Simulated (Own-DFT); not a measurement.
# Computed records: GaN (wurtzite, strained, atoms displaced)

All values are calculated (Own-DFT development build). A calculation, not a measurement: plane-wave PBE density functional theory by an unreviewed code, no spin, of a simulated periodic cell, stress positive in tension, free energy of the whole cell less one offset for each atom, forces on such cells passed a denser k mesh, this cell's mesh not checked; offsets are fitted by least squares, one for each functional and potential file, so energies compare only between cells with the same atoms and settings and are not formation energies; the far tail of each file's local potential was reset to the Coulomb form; each entry is a single point on an unrelaxed cell, so the pressure reflects the starting lattice, mostly measured values (interpolated for alloys), from which strain is counted, and rises with the displacements; printed positions are rounded, which can move forces by about a meV/angstrom; the program, named Own-DFT, is a retired in-house code; no spin-orbit coupling.

## GaN (wurtzite, strained, atoms displaced)

```
GaN
1.0
     12.7560     0.0000     0.0000
     -4.7835     8.2853     0.0207
      0.0000     0.0259    10.3700
Ga N Ga N Ga N Ga N Ga N Ga N Ga N Ga N Ga N Ga N Ga N Ga N Ga N Ga N Ga N Ga N Ga N Ga N Ga N Ga N Ga N Ga N Ga N Ga N
2 2 2 2 2 2 2 2 2 2 2 2 2 2 2 2 2 2 2 2 2 2 2 2 2 2 2 2 2 2 2 2 2 2 2 2 2 2 2 2 2 2 2 2 2 2 2 2
Direct
  0.08493 0.22112 0.99587
  0.16724 0.11233 0.25019
  0.08616 0.22214 0.19214
  0.17386 0.11561 0.44242
  0.08453 0.22248 0.50910
  0.17099 0.11894 0.74976
  0.08500 0.23052 0.69298
  0.16117 0.10803 0.94095
  0.07952 0.55208 0.01350
  0.16312 0.44651 0.26089
  0.08477 0.56420 0.19078
  0.16628 0.44470 0.43838
  0.08328 0.54750 0.49739
  0.16814 0.43602 0.74631
  0.08127 0.54617 0.69066
  0.16757 0.44265 0.93606
  0.07636 0.88594 0.99413
  0.16627 0.77425 0.24869
  0.08303 0.89513 0.19514
  0.15805 0.76591 0.43945
  0.08430 0.88525 0.50055
  0.16692 0.77034 0.74292
  0.08575 0.88736 0.68502
  0.17465 0.78709 0.93671
  0.34138 0.23898 0.99405
  0.42043 0.11958 0.25188
  0.33617 0.22379 0.18701
  0.41717 0.11203 0.43741
  0.32965 0.22404 0.49544
  0.42311 0.11736 0.75557
  0.33036 0.21261 0.68862
  0.41726 0.11588 0.95029
  0.33250 0.54507 0.99992
  0.42053 0.44315 0.24862
  0.33435 0.56187 0.18972
  0.41823 0.43827 0.43893
  0.33246 0.54891 0.49963
  0.41438 0.43925 0.74579
  0.33603 0.55385 0.69744
  0.42079 0.44499 0.94024
  0.33267 0.88389 0.99903
  0.41735 0.78840 0.25427
  0.33673 0.90289 0.18778
  0.41295 0.78076 0.43525
  0.32410 0.88470 0.50108
  0.41898 0.77318 0.75050
  0.33157 0.89063 0.68666
  0.41688 0.77871 0.93717
  0.58665 0.22528 0.99429
  0.66101 0.11232 0.25083
  0.59049 0.23263 0.19299
  0.67223 0.11856 0.44151
  0.58069 0.21963 0.50556
  0.67506 0.12523 0.74649
  0.58565 0.22213 0.68412
  0.67463 0.12109 0.94341
  0.58480 0.54384 0.99270
  0.67234 0.44255 0.25303
  0.58349 0.56119 0.18547
  0.66455 0.44415 0.45045
  0.57861 0.55018 0.49004
  0.66227 0.43436 0.75019
  0.58366 0.56065 0.68978
  0.66521 0.43391 0.93427
  0.57827 0.88561 0.00322
  0.65668 0.76650 0.24674
  0.58358 0.88569 0.18984
  0.66853 0.77306 0.43204
  0.57713 0.88499 0.50274
  0.66789 0.77751 0.74561
  0.58296 0.88158 0.68039
  0.66872 0.78318 0.93011
  0.82978 0.22281 0.00158
  0.92203 0.11733 0.25290
  0.84226 0.23368 0.19187
  0.92788 0.12247 0.43861
  0.84357 0.23210 0.50072
  0.91551 0.10078 0.75059
  0.82691 0.21691 0.69513
  0.92410 0.11563 0.92702
  0.82436 0.54620 0.99875
  0.91485 0.43586 0.25224
  0.83229 0.55456 0.19257
  0.92151 0.45391 0.43637
  0.83776 0.55362 0.49822
  0.92119 0.44656 0.75209
  0.83129 0.55494 0.68246
  0.91422 0.44907 0.94025
  0.83437 0.90111 0.99689
  0.92020 0.78368 0.25381
  0.83507 0.89447 0.18815
  0.91253 0.77957 0.43840
  0.82570 0.88531 0.50092
  0.91006 0.77397 0.74100
  0.83459 0.88844 0.68507
  0.91480 0.77774 0.94517
```

* functional: PBE
* potential files: PseudoDojo norm-conserving, scalar-relativistic, standard set with the stringent files for Ga
* wave cutoff: 96 hartree
* occupations: Gaussian
* smearing width: 0.01 eV
* k mesh: 3 x 4 x 3 centred on Gamma
* free energy of cell above offsets: -5.050 eV
* pressure: 6.99 GPa
* stress xx: -7.11 GPa
* stress yy: -7.31 GPa
* stress zz: -6.56 GPa
* stress yz: -0.51 GPa
* stress xz: -0.31 GPa
* stress xy: -0.9 GPa

Force:
```tsv
element	x (eV/Å)	y (eV/Å)	z (eV/Å)
Ga	-0.42	0.543	1.113
Ga	0.576	0.331	0.172
N	-0.485	1.031	-0.691
N	-2.068	-1.039	-0.553
Ga	0.837	-0.255	-0.99
Ga	-0.468	-1.84	0.55
N	0.294	-2.545	-0.891
N	1.565	0.727	-0.806
Ga	0.58	0.706	-2.848
Ga	1.213	-0.203	-2.632
N	0.205	-1.705	0.957
N	0.856	-0.461	1.434
Ga	-0.611	0.807	1.196
Ga	-0.808	2.435	1.644
N	0.612	0.4	-0.925
N	-0.354	0.305	0.477
Ga	1.604	0.175	1.039
Ga	-0.457	2.184	0.307
N	0.954	-0.83	-0.998
N	0.702	0.733	-0.387
Ga	-0.976	0.363	-0.396
Ga	-0.492	0.492	1.303
N	-0.813	0.18	0.771
N	-1.491	-1.604	-0.046
Ga	-0.823	-3.592	1.66
Ga	0.062	-0.107	-0.372
N	-0.529	0.462	-0.148
N	-0.338	-0.268	0.567
Ga	2.167	-0.701	1.069
Ga	-0.649	-1.368	0.044
N	0.594	1.458	-0.198
N	0.753	-0.181	-1.667
Ga	-0.942	1.348	0.583
Ga	-1.229	0.205	-0.357
N	0.018	-0.471	0.353
N	-1.454	0.826	-0.514
Ga	0.115	1.082	0.11
Ga	1.066	0.158	0.339
N	-0.606	-0.356	-1.791
N	-0.275	1.349	-1.47
Ga	-0.15	0.967	0.498
Ga	-0.096	-0.773	-1.295
N	0.214	-1.219	0.212
N	0.24	-0.8	1.311
Ga	0.613	0.671	-0.317
Ga	-0.597	1.096	-0.144
N	1.21	-0.016	0.466
N	0.282	-0.573	0.074
Ga	-0.297	-1.629	1.857
Ga	1.751	-0.268	0.535
N	-0.755	-1.128	-1.318
N	-0.025	-0.656	-0.144
Ga	0.24	0.041	-1.79
Ga	-1.701	-2.895	1.161
N	-0.563	-0.472	1.653
N	-1.561	-1.866	-1.161
Ga	-0.473	2.276	0.766
Ga	-1.168	1.217	1.078
N	1.084	-2.188	-0.749
N	0.971	-0.377	-1.548
Ga	1.062	1.105	1.831
Ga	-0.062	1.934	-1.365
N	0.347	-1.563	-0.52
N	-0.485	1.196	-0.294
Ga	0.941	0.335	-0.616
Ga	1.678	2.339	0.222
N	-0.916	1.112	-0.103
N	-1.708	0.137	0.557
Ga	0.817	0.611	-1.685
Ga	-0.347	0.129	0.278
N	-0.466	1.178	1.737
N	-0.153	-0.662	1.154
Ga	2.229	0.848	0.294
Ga	-0.201	-0.899	-0.472
N	-0.614	-2.705	-0.983
N	-1.167	-1.057	0.723
Ga	-0.909	-0.904	0.248
Ga	-0.626	1.256	-1.016
N	3.284	1.714	-1.601
N	-1.338	0.265	2.148
Ga	0.943	1.861	0.97
Ga	-0.648	2.71	-0.044
N	0.728	0.411	-0.527
N	0.464	-1.232	0.22
Ga	-1.648	0.786	-0.042
Ga	-1.02	-0.316	0.198
N	0.447	-0.705	1.169
N	0.907	-0.428	0.06
Ga	0.433	-1.122	0.765
Ga	-0.879	-0.421	-0.731
N	-0.569	-0.122	-0.014
N	0.742	0.025	0.633
Ga	1.056	0.759	-0.98
Ga	1.744	0.014	1.329
N	-0.631	0.109	-0.141
N	-1.136	-0.883	-1.551
```
